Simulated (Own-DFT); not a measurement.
# A layer strained by its substrate: wurtzite AlGaN with randomly placed atoms, 96 atoms (Al36Ga12N48)

No measurement is shown. These are fixed-geometry runs of a retired plane-wave code named Own-DFT, which no person has reviewed; spin and spin-orbit coupling are neglected.

Settings: PBE; PseudoDojo norm-conserving scalar-relativistic files (stringent for Ga); cutoff 96 hartree; 3 x 4 x 3 k mesh centred on Gamma; Gaussian smearing of 0.01 eV.

Known weak points: k mesh not checked against a denser one; stress not checked against mesh or cutoff.

Unstrained cell vectors in Å: (12.525, 0.000, 0.000); (-4.697, 8.135, 0.000); (0.000, 0.000, 10.066). The unstrained cell has measured lattice constants (interpolated for alloys), not those of this functional. That, the random moves and any unrelaxed bonds set the pressure at no strain. Each run strains x and y alike by e, as a substrate would, and holds the height along z. All atoms carry random offsets, Gaussian with a width of 0.05 Å per axis. The random placing of the alloy's atoms differs from row to row. Stress is positive in tension.

```
e (%)  u (Å)  (s_xx + s_yy)/2 (GPa)  s_zz (GPa)
-3.00  0.050                 -26.01      -12.69
-1.25  0.046                 -13.82       -8.47
-1.00  0.050                 -12.34       -8.03
-0.75  0.050                 -11.30       -7.21
 0.50  0.050                  -3.15       -6.76
 1.00  0.050                      ?           ?
 1.50  0.049                   1.48       -1.96
 1.75  0.050                   2.52       -2.95
 2.50  0.053                   5.86       -3.97
 3.00  0.051                   8.59       -2.91
```

## Fit

With e as a fraction, the in-plane stress is -6.4 + 571 e - 2698 e² GPa (errors 6 and 350, scatter 0.34), and s_zz is -6.7 + 163 e GPa (slope ± 23, scatter 1.30). At e = 0 the first slope is C11 + C12 and the second 2 C13, both with the ions held to the strained lattice and at the cell's own pressure. The term in e² is negative: the layer stiffens under compression and softens under tension. A free layer would change its height as e changes, and the in-plane slope would drop by 2 C13²/C33 to the biaxial modulus. At fixed height, a misfit of 1 % moves the in-plane stress by about 5.7 GPa and s_zz by 1.6 GPa.

## Prediction

Question: what are the two stresses at e = 1.00 %?

From the fit: -1.0 and -5.1 GPa. DFT gave -0.62 and -5.67 GPa.
